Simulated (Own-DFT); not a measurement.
# Response to strain: grey tin, 32 atoms (Sn32)

Calculated results; nothing here was measured. They come from Own-DFT, an in-house plane-wave density functional program, since retired, whose code no person has reviewed. Each row is one single-point run on a periodic cell that was not relaxed, without spin or spin-orbit coupling.

Settings of every run: PBE; PseudoDojo norm-conserving scalar-relativistic files; cutoff 42 hartree; 3 x 3 x 5 k mesh centred on Gamma; cold (Marzari-Vanderbilt) smearing of 0.2 eV.

Known limits: forces on such cells failed a check on a denser k mesh; stress not checked against mesh or cutoff.

Unstrained cell vectors in Å: (12.978, 0.000, 0.000); (0.000, 12.978, 0.000); (0.000, 0.000, 6.489). The unstrained cell has measured lattice constants (interpolated for alloys), not those of this functional. That, the random moves and any unrelaxed bonds set the pressure at no strain. Each run strains this cell uniformly, with the atoms carried along. Every atom was also moved at random, by a Gaussian of width 0.05 Å on each axis. Strain is the symmetric tensor, in per cent. Stress is positive in tension, and the pressure is minus a third of its trace.

```
run  e_xx (%)  e_yy (%)  e_zz (%)  e_yz (%)  e_xz (%)  e_xy (%)  s_xx (GPa)  s_yy (GPa)  s_zz (GPa)  s_yz (GPa)  s_xz (GPa)  s_xy (GPa)  P (GPa)  E (meV/atom)
  1      1.85     -0.66     -0.49     -0.28      1.21      0.97       -2.89       -3.57       -3.58       -0.96        1.18        1.39     3.35          16.5
  2     -0.38     -0.23      1.81     -1.57      0.02      0.47       -3.33       -3.27       -2.76       -2.29        0.31        0.48     3.12          11.6
  3     -0.18     -1.84     -1.06     -1.97      0.70      0.28       -5.44       -5.92       -5.77       -2.94        1.08        0.64     5.71          69.5
  4     -0.08      1.65     -1.97     -1.46     -1.17     -1.33       -4.02       -3.47       -4.50       -1.39       -1.28       -1.72     3.99          31.4
  5     -0.18      1.79      1.77      0.24     -1.74      0.85       -2.42       -1.90       -1.91        0.37       -1.67        1.00     2.07           0.0
  6      0.07      1.97      1.05      0.86      1.13      0.10       -2.48       -1.96       -2.32        0.93        1.29        0.42     2.26           5.3
  7     -0.62     -0.72      1.01      1.30      0.72     -0.57       -3.98       -4.16       -3.62        1.89        0.73       -0.47     3.92          27.6
  8      1.40      0.10      0.59     -1.41     -0.25     -0.88       -2.43       -2.74       -2.66       -1.27       -0.18       -0.70     2.61           2.6
  9     -0.06     -1.88     -0.22     -1.80     -1.09      0.88       -4.95       -5.38       -4.95       -2.42       -2.07        0.35     5.09          57.1
 10      1.47     -1.02      0.24      0.68      1.32     -0.41       -2.98       -3.74       -3.39        0.40        1.68       -0.47     3.37          15.1
 11     -0.45      1.76     -1.28     -1.01      1.49      1.92       -4.02       -3.37       -4.29       -1.53        2.13        2.65     3.90          37.2
 12      0.90      1.39     -1.69      0.54     -1.90     -0.06       -3.43       -3.24       -3.99        0.62       -2.89       -0.17     3.55          29.3
 13     -1.11     -0.56      1.40     -1.88      1.34      1.86       -4.47       -4.41       -3.72       -3.12        2.02        2.75     4.20          50.4
 14      1.14     -0.06     -0.62      0.24     -1.06      1.27       -3.16       -3.48       -3.77        0.83       -1.40        1.51     3.47          17.3
 15     -0.53      1.67      0.27     -1.28      1.15     -0.10       -3.24       -2.51       -3.02       -1.08        0.66       -0.61     2.92           6.5
 16      0.80     -0.54      1.05      1.32     -1.43      1.39       -2.92       -3.31       -2.87        1.28       -1.42        1.37     3.04           9.3
 17     -0.61     -1.37     -1.32      1.27      1.27     -0.83       -5.49       -5.74       -5.77        1.86        1.40       -1.59     5.67          58.6
 18      1.65      1.18     -0.22     -1.97      1.21     -1.61           ?           ?           ?           ?           ?           ?        ?             ?
```

E is the free energy for each atom above the lowest run shown.

## Worked fit

Each stress component was fitted by least squares to a constant and the strains of the runs shown, as fractions, with shears doubled. Shear strains stay in the fit of a normal stress only where such slopes are resolved. The slopes, in GPa:

```
stress,at no strain,per e_xx,per e_yy,per e_zz,scatter
s_xx,-3.8,79 ± 3,45 ± 2,47 ± 2,0.11
s_yy,-3.8,53 ± 4,75 ± 2,45 ± 3,0.12
s_zz,-3.9,51 ± 3,46 ± 2,74 ± 2,0.11
```

Each shear stress against twice its own strain: yz 64 ± 4, xz 61 ± 5, xy 63 ± 5 GPa. These are stiffnesses along x, y and z of the frame in which the cell vectors are given, which need not be the crystal's axes. The atoms are held to the strained lattice; where symmetry lets them move under strain, relaxing them would lower some slopes. The table should be nearly symmetric about its diagonal, and what it lacks of that shows the noise. A ninth of its sum, 57 ± 1 GPa, estimates the bulk modulus near the mean pressure of these runs, 3.7 GPa, so it lies above the value at zero pressure.

## Withheld run

Question: what normal stresses and pressure should run 18 give?

The fit gives s_xx = -2.1, s_yy = -2.2, s_zz = -2.6 and P = 2.3 GPa. The calculation gave -2.20, -2.39, -2.79 and P = 2.46 GPa.
